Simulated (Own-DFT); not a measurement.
## Calculated data, Hf₃₆O₇₁ (tetragonal hafnia with one neutral oxygen vacancy, atoms displaced)

A calculation, not a measurement: plane-wave PBE and HSE06 DFT by an unreviewed code, no spin, of a simulated cell at Gamma alone, so results move with cell size and shape, stress positive in tension, energies less offsets, not probed for a lower state with spin; hafnium file: forces about 75 meV/angstrom off all-electron values; oxygen file: force components 24 meV/angstrom off all-electron in a glass; k mesh not checked against a denser one; forces and stress are PBE's, HSE06 gives the energy alone, and its difference from PBE has offsets of its own; offsets are fitted by least squares, one for each functional and potential file, so energies compare only between cells with the same atoms and settings and are not formation energies; the far tail of each file's local potential was reset to the Coulomb form; each entry is a single point on an unrelaxed cell, so the pressure reflects the starting lattice, taken from the Materials Project, from which strain is counted, and rises with the displacements; printed positions are rounded, which can move forces by about a meV/angstrom; the program is a retired in-house code; no spin-orbit coupling. Program: Own-DFT development build.

Common to all runs: first functional PBE; second functional HSE06; exact exchange share 0.25; screening 0.11 1/bohr; exchange divergence Gygi-Baldereschi; potential files PseudoDojo norm-conserving, scalar-relativistic, made for PBE, standard set; wave cutoff 48 hartree; occupations fixed; k mesh 1 x 1 x 1 centred on Gamma.

(1) Hf₃₆O₇₁ (tetragonal hafnia with one neutral oxygen vacancy, atoms displaced)

```
cell vectors (Å)
  10.7800     0.0000     0.0000
   0.0000    10.7800     0.0000
   0.0000     0.0000    10.4493
atoms (fractions of the cell vectors)
Hf  0.98431  0.99744  0.99501
Hf  0.16423  0.16619  0.25850
O   0.99139  0.16917  0.15030
O   0.16919  0.99559  0.34906
O   0.00357  0.18123  0.41271
O   0.16507  0.00675  0.08178
Hf  0.99367  0.98390  0.48982
Hf  0.18137  0.16464  0.74590
O   0.00362  0.17838  0.65201
O   0.15841  0.00492  0.85493
O   0.00591  0.15840  0.90575
O   0.15973  0.00290  0.59048
Hf  0.97906  0.33544  0.00485
Hf  0.16890  0.49153  0.26818
O   0.98974  0.50244  0.15927
O   0.16385  0.32496  0.33350
O   0.00397  0.50321  0.39671
O   0.18525  0.33496  0.08553
Hf  0.00705  0.32708  0.50088
Hf  0.17625  0.49103  0.74335
O   0.00396  0.49377  0.65002
O   0.15342  0.32665  0.85110
O   0.02039  0.48227  0.89549
O   0.16667  0.32484  0.60138
Hf  0.99830  0.68071  0.00143
Hf  0.17083  0.84256  0.23607
O   0.00384  0.81307  0.15831
O   0.15073  0.67219  0.33696
O   0.99212  0.83473  0.39711
O   0.16618  0.65463  0.08569
Hf  0.00824  0.66573  0.50059
Hf  0.16972  0.84297  0.75700
O   0.98685  0.84974  0.65135
O   0.17352  0.67306  0.85054
O   0.99311  0.82420  0.90422
O   0.17227  0.67008  0.59018
Hf  0.33199  0.99519  0.99619
Hf  0.49827  0.16144  0.23948
O   0.33378  0.15860  0.13936
O   0.50144  0.01160  0.33755
O   0.34148  0.16382  0.39919
O   0.49887  0.00181  0.10392
Hf  0.33376  0.99609  0.50326
Hf  0.49433  0.17224  0.76243
O   0.32657  0.16915  0.65168
O   0.50337  0.99909  0.85217
O   0.33263  0.16919  0.90575
O   0.49167  0.99507  0.59906
Hf  0.32762  0.33035  0.99866
Hf  0.50144  0.50332  0.25351
O   0.50327  0.32408  0.35474
O   0.33981  0.50673  0.39449
O   0.50548  0.33098  0.10292
Hf  0.33904  0.33684  0.49950
Hf  0.48803  0.50375  0.74913
O   0.32469  0.49865  0.65244
O   0.50848  0.32350  0.85275
O   0.33506  0.50172  0.89942
O   0.48421  0.33704  0.60469
Hf  0.33241  0.66589  0.01273
Hf  0.50238  0.83666  0.24898
O   0.33090  0.84727  0.15932
O   0.49853  0.66283  0.36146
O   0.34137  0.83577  0.40937
O   0.49199  0.65731  0.11394
Hf  0.33535  0.65585  0.49902
Hf  0.50310  0.82807  0.75272
O   0.32647  0.84364  0.64718
O   0.49464  0.66606  0.84109
O   0.33200  0.83595  0.89743
O   0.50145  0.67550  0.59486
Hf  0.67086  0.00009  0.00312
Hf  0.82763  0.15993  0.24396
O   0.67664  0.17121  0.15313
O   0.83264  0.01318  0.34035
O   0.67839  0.17154  0.39372
O   0.81969  0.99516  0.09608
Hf  0.66885  0.99894  0.50555
Hf  0.83736  0.15419  0.73284
O   0.65992  0.17344  0.63399
O   0.83762  0.01210  0.85178
O   0.66221  0.17136  0.90030
O   0.84491  0.00695  0.58820
Hf  0.67072  0.32787  0.99763
Hf  0.82938  0.51990  0.24825
O   0.65467  0.51563  0.17238
O   0.83591  0.34379  0.34216
O   0.68333  0.51472  0.40639
O   0.83648  0.32650  0.09066
Hf  0.67168  0.33155  0.49721
Hf  0.82985  0.49791  0.74088
O   0.66382  0.49377  0.65900
O   0.82153  0.32182  0.85082
O   0.66917  0.50046  0.89628
O   0.82447  0.32959  0.59193
Hf  0.66311  0.65744  0.99975
Hf  0.83470  0.83248  0.25589
O   0.66946  0.83724  0.15489
O   0.83837  0.66828  0.33556
O   0.68334  0.84761  0.41608
O   0.84523  0.66343  0.09437
Hf  0.67230  0.65778  0.49610
Hf  0.84071  0.83066  0.73730
O   0.66213  0.83529  0.64324
O   0.82788  0.67300  0.84325
O   0.67480  0.82766  0.91772
O   0.81274  0.67547  0.59796
```

| Item | Value |
| --- | --- |
| PBE energy of cell above offsets | -84.608 eV |
| HSE06 less PBE above offsets | 0.666 eV |
| PBE pressure | 7.39 GPa |
| PBE stress xx | -8.66 GPa |
| PBE stress yy | -6.22 GPa |
| PBE stress zz | -7.3 GPa |
| PBE stress yz | -1.75 GPa |
| PBE stress xz | 1.65 GPa |
| PBE stress xy | -0.01 GPa |

Force:
```
element  x (eV/Å)  y (eV/Å)  z (eV/Å)
     Hf     2.053     2.548    -0.349
     Hf      0.47    -2.535    -3.119
      O     1.891    -0.706     0.764
      O    -0.752     0.379    -0.792
      O     0.399    -5.102    -2.565
      O    -1.406    -1.452     1.966
     Hf     2.966     4.331     0.577
     Hf    -5.205     0.929     2.439
      O    -0.523    -0.143     0.683
      O     0.912    -1.608     -1.55
      O    -1.265     0.633     0.535
      O    -0.034     -0.31     0.555
     Hf     6.795    -0.643    -3.723
     Hf    -1.484     2.864    -4.451
      O     2.276     -1.22    -0.632
      O     0.531     1.733     2.772
      O     0.653     0.221     1.827
      O    -5.153     0.865     3.808
     Hf    -2.455     2.782     1.568
     Hf    -5.707    -0.309     4.837
      O    -0.863     1.457    -0.587
      O     2.937    -0.217    -2.083
      O    -2.289     2.988     0.743
      O     1.768     1.368    -1.091
     Hf      1.99    -5.645    -0.232
     Hf    -1.293    -0.733     2.233
      O    -0.755      1.53    -0.876
      O     0.878     0.224     0.884
      O    -0.477    -2.011    -0.143
      O     0.926     0.433     1.509
     Hf      0.07    -1.489    -1.264
     Hf     0.886    -0.858    -0.266
      O      4.58    -1.243    -1.743
      O    -0.345    -0.053    -1.716
      O    -0.123     4.064    -2.124
      O    -1.599    -0.028     0.326
     Hf      0.38     1.982     0.565
     Hf    -0.312     2.462    -0.119
      O    -0.529     0.238     1.735
      O     0.679     -3.44     1.769
      O    -1.345     0.969     0.286
      O      0.95    -0.726    -1.084
     Hf    -0.467     0.325    -0.216
     Hf     1.081     -2.02    -1.718
      O     3.629    -0.279    -1.213
      O    -0.045    -0.333    -0.344
      O     0.367    -1.604    -2.018
      O     1.709     0.335    -0.156
     Hf     3.449     0.464    -0.802
     Hf    -3.386    -1.549     0.709
      O    -0.289      2.07    -0.077
      O    -1.491      -2.4     0.197
      O    -0.473     0.681    -0.395
     Hf     0.042    -2.469    -0.978
     Hf     1.837    -1.658     0.633
      O       3.3     0.737    -2.713
      O    -0.592     3.476    -0.132
      O     0.448    -0.221     0.185
      O     1.621     0.532     0.372
     Hf    -1.249    -1.039    -2.161
     Hf     -0.29     0.508     1.308
      O     1.995    -0.882    -1.866
      O      0.69     1.328    -1.355
      O     0.036    -1.424    -1.146
      O     0.605     1.252    -1.156
     Hf     1.397     4.131      0.04
     Hf    -0.696     2.247     -1.66
      O     0.321    -0.597     1.754
      O     0.612    -0.118       1.6
      O     0.213    -0.603     0.538
      O    -0.807    -1.292     1.085
     Hf     -3.48     0.344    -1.862
     Hf     1.182     4.704     1.423
      O    -2.934    -0.415    -2.112
      O     1.395    -4.031     1.567
      O    -0.188    -0.806      0.84
      O      3.71    -0.334     1.493
     Hf    -2.018     3.144     0.243
     Hf     0.174     3.308     0.667
      O    -0.043    -0.826     1.775
      O    -0.743    -2.716    -0.653
      O    -0.291     -2.23      0.19
      O     -3.09     0.277     1.495
     Hf    -0.882    -0.282    -0.458
     Hf      0.91    -5.455    -0.731
      O     3.644     0.213    -3.175
      O    -0.499    -0.418    -0.234
      O    -0.414    -4.509    -1.152
      O    -5.522     0.904     2.673
     Hf    -1.023    -0.952    -1.509
     Hf      0.92    -1.047         2
      O    -1.102     0.385    -0.982
      O     1.014     1.312    -1.277
      O    -0.235     0.128     1.352
      O     2.602     0.692     0.973
     Hf     1.097     0.705     0.299
     Hf      -0.5     1.501    -1.009
      O    -0.726    -1.035     1.147
      O    -0.085     3.009     3.233
      O     0.089    -3.326    -2.859
      O    -4.412     0.131     0.266
     Hf    -4.094     4.344     0.882
     Hf    -5.097    -0.522     3.205
      O     0.827      1.39     2.339
      O     0.595    -1.649    -0.561
      O    -1.008     0.373    -0.947
      O     5.586    -0.434     1.274
```

(2) Hf₃₆O₇₁ (tetragonal hafnia with one neutral oxygen vacancy, atoms displaced)

```
cell vectors (Å)
  10.7800     0.0000     0.0000
   0.0000    10.7800     0.0000
   0.0000     0.0000    10.4493
atoms (fractions of the cell vectors)
Hf  0.99092  0.99736  0.00105
Hf  0.16983  0.16178  0.24761
O   0.00537  0.16022  0.16223
O   0.16923  0.99812  0.34708
O   0.00290  0.17133  0.40057
O   0.17240  0.99732  0.08997
Hf  0.99718  0.00027  0.49804
Hf  0.16182  0.17383  0.75436
O   0.00243  0.16609  0.65175
O   0.16181  0.99664  0.84118
O   0.00436  0.16870  0.89980
O   0.16490  0.99991  0.60230
Hf  0.99058  0.32839  0.99573
Hf  0.16966  0.50257  0.25139
O   0.00045  0.50537  0.15074
O   0.15924  0.33624  0.35390
O   0.00157  0.50468  0.40652
O   0.16545  0.34174  0.09776
Hf  0.99890  0.32788  0.49468
Hf  0.16753  0.50182  0.74572
O   0.00026  0.50115  0.65891
O   0.16003  0.32755  0.85044
O   0.00502  0.50159  0.90198
O   0.17078  0.32861  0.59483
Hf  0.00324  0.66191  0.99855
Hf  0.15981  0.83254  0.24078
O   0.99902  0.83246  0.15268
O   0.16280  0.66737  0.34581
O   0.00449  0.84247  0.40678
O   0.15823  0.66577  0.08438
Hf  0.98886  0.67132  0.50540
Hf  0.16620  0.82397  0.75156
O   0.99303  0.83427  0.65278
O   0.15643  0.67248  0.84464
O   0.01313  0.83663  0.89900
O   0.16610  0.67209  0.59085
Hf  0.32814  0.99170  0.99868
Hf  0.50506  0.15999  0.24507
O   0.33720  0.16856  0.15428
O   0.50297  0.99751  0.35328
O   0.33264  0.16863  0.40581
O   0.50362  0.99527  0.09982
Hf  0.33246  0.99418  0.49515
Hf  0.49905  0.16828  0.75676
O   0.33707  0.17134  0.65651
O   0.50848  0.99054  0.84686
O   0.33122  0.17110  0.89681
O   0.49748  0.00874  0.59960
Hf  0.33716  0.33425  0.99915
Hf  0.49543  0.49147  0.25885
O   0.34383  0.49077  0.15027
O   0.51519  0.33107  0.33967
O   0.32883  0.50022  0.39957
O   0.50344  0.33243  0.09862
Hf  0.33671  0.32856  0.50498
Hf  0.49113  0.50559  0.75221
O   0.33759  0.50375  0.65503
O   0.50103  0.32167  0.85055
O   0.34281  0.50330  0.90490
O   0.50519  0.32933  0.59888
Hf  0.33256  0.66796  0.99633
Hf  0.50276  0.83497  0.24925
O   0.33374  0.83310  0.14478
O   0.49998  0.66103  0.35169
O   0.33625  0.83747  0.41074
O   0.49636  0.66670  0.09333
Hf  0.34019  0.67178  0.50252
Hf  0.49719  0.82527  0.74022
O   0.32709  0.82927  0.65831
O   0.49548  0.66679  0.84442
O   0.33171  0.82466  0.90843
O   0.50613  0.67082  0.59618
Hf  0.66162  0.00416  0.99742
Hf  0.83319  0.16391  0.25686
O   0.67274  0.17370  0.14386
O   0.82907  0.99922  0.34029
O   0.66616  0.17207  0.40854
O   0.83849  0.99512  0.08857
Hf  0.66440  0.99600  0.50002
Hf  0.82601  0.17309  0.74884
O   0.67372  0.16771  0.65614
O   0.84288  0.99098  0.84068
O   0.66933  0.17777  0.90618
O   0.83722  0.00096  0.59154
Hf  0.66376  0.33581  0.99427
Hf  0.83726  0.49657  0.24806
O   0.67088  0.49382  0.14861
O   0.83235  0.32763  0.34084
O   0.66861  0.50414  0.40835
O   0.82939  0.33280  0.10440
Hf  0.66733  0.33620  0.49221
Hf  0.82914  0.49550  0.74386
O   0.67182  0.49452  0.65090
O   0.83244  0.33730  0.84985
O   0.67309  0.50138  0.90644
Hf  0.67097  0.66007  0.99056
Hf  0.84010  0.84070  0.24814
O   0.67056  0.82938  0.15225
O   0.83514  0.65848  0.34765
O   0.65994  0.83447  0.40095
O   0.84039  0.66860  0.09919
Hf  0.66960  0.66667  0.50139
Hf  0.83490  0.83982  0.75358
O   0.66522  0.82940  0.65793
O   0.82660  0.66970  0.85499
O   0.67069  0.83902  0.91119
O   0.82510  0.66442  0.60640
```

| Quantity | Value |
| --- | --- |
| PBE energy of cell above offsets | -95.450 eV |
| HSE06 less PBE above offsets | 0.139 eV |
| PBE pressure | 3.56 GPa |
| PBE stress xx | -2.05 GPa |
| PBE stress yy | -4.47 GPa |
| PBE stress zz | -4.15 GPa |
| PBE stress yz | -1.71 GPa |
| PBE stress xz | 0.01 GPa |
| PBE stress xy | 0.05 GPa |

Force:
```
element  x (eV/Å)  y (eV/Å)  z (eV/Å)
     Hf     3.375     0.223      -2.6
     Hf     0.408     1.643     0.888
      O     -1.18    -0.166    -1.154
      O      0.17    -0.164     -0.76
      O    -0.574     -1.82    -0.113
      O    -1.704     0.122     1.212
     Hf     2.092     1.367     1.829
     Hf      1.14    -2.666    -1.125
      O    -1.641     0.948    -0.249
      O     1.261      0.58     0.583
      O    -0.928    -0.897     0.835
      O     0.307    -0.173     -1.78
     Hf     1.322     1.601      1.05
     Hf    -0.382    -1.427    -0.189
      O     0.164    -0.391     0.574
      O     0.408    -0.471    -1.189
      O    -0.358     -0.79     0.357
      O      0.05    -0.635    -0.405
     Hf     0.762      1.37     0.878
     Hf    -1.585    -0.608     0.918
      O      0.08    -0.079    -0.733
      O     0.643         3    -0.119
      O    -0.085    -1.075    -0.099
      O    -0.494     0.813     0.709
     Hf    -2.894     0.181    -1.213
     Hf     1.497    -0.287     1.201
      O     0.424     0.726    -0.437
      O     0.451     1.184    -0.955
      O    -0.742    -1.902    -1.251
      O     3.351      0.24     2.162
     Hf     0.817    -0.537    -0.642
     Hf    -2.063     3.544    -0.835
      O     0.812    -0.689     -0.48
      O     1.065     -3.42     0.102
      O    -1.196    -0.683     1.081
      O    -0.008     -0.62     0.447
     Hf     0.885     0.861    -1.269
     Hf     0.162     0.842    -0.041
      O         0    -0.312    -0.248
      O    -0.078     0.644    -0.762
      O     0.275    -0.341    -0.576
      O     -0.68     0.559     0.361
     Hf    -1.068     2.926     2.294
     Hf    -0.684    -2.065    -1.788
      O    -0.448     0.374    -0.094
      O    -0.402      1.11      0.13
      O     0.366     -1.38     1.185
      O     0.492     -1.04    -0.516
     Hf    -0.728    -0.366     1.098
     Hf     1.321     1.876    -2.064
      O    -1.916     0.526     0.329
      O    -0.581    -1.124     1.251
      O     0.678    -0.228      0.79
      O    -0.524    -0.415    -0.498
     Hf    -0.572    -0.479    -0.147
     Hf     2.127    -1.895     0.183
      O    -0.812     0.215    -0.719
      O    -0.075     3.726     0.427
      O    -0.459    -1.002    -1.266
      O    -0.319     0.488    -0.345
     Hf     0.823    -0.705     2.178
     Hf     0.749     -1.61    -0.783
      O    -0.476     0.071     1.412
      O    -0.454     1.053    -0.219
      O     0.327    -2.051    -1.439
      O     0.503     0.248    -0.171
     Hf     -1.23    -0.825    -1.212
     Hf     0.592     1.827     1.435
      O     1.942    -0.264    -1.069
      O      0.55     0.114    -0.036
      O    -0.102     1.744    -1.698
      O    -0.938    -0.389     0.865
     Hf     0.196    -0.877    -0.121
     Hf     0.138      1.36    -1.938
      O    -0.637    -1.501     1.408
      O    -0.038     0.266     1.152
      O     0.292    -2.332    -0.932
      O    -2.544      0.15     1.568
     Hf    -0.416     0.881     0.741
     Hf     2.341    -0.662     0.075
      O    -1.394     0.041    -0.444
      O    -0.269     3.888     1.483
      O     0.503    -3.107    -1.446
      O    -1.638    -0.194     0.027
     Hf     0.333     1.124     2.759
     Hf    -0.315     0.606    -1.027
      O    -0.701     0.736      0.89
      O     0.165     1.012     1.752
      O    -0.049    -0.683    -0.643
      O     1.363    -0.324    -1.287
     Hf     0.346     0.505     1.677
     Hf     0.926     1.471     1.125
      O    -1.835      -0.2     0.201
      O      0.32    -0.541     -0.39
      O    -0.836      -1.1    -2.072
     Hf     0.773     2.467     2.978
     Hf     -2.03    -3.141    -0.712
      O    -0.168      0.61     1.071
      O     0.131     2.505     0.793
      O     0.511    -0.441     0.468
      O    -1.051    -0.086    -0.141
     Hf     0.314     0.137    -0.988
     Hf    -0.466    -3.028    -0.379
      O     0.291     0.786     -0.87
      O     0.378    -0.228    -1.062
      O    -0.122    -0.886    -0.613
      O     1.169     0.028    -0.594
```
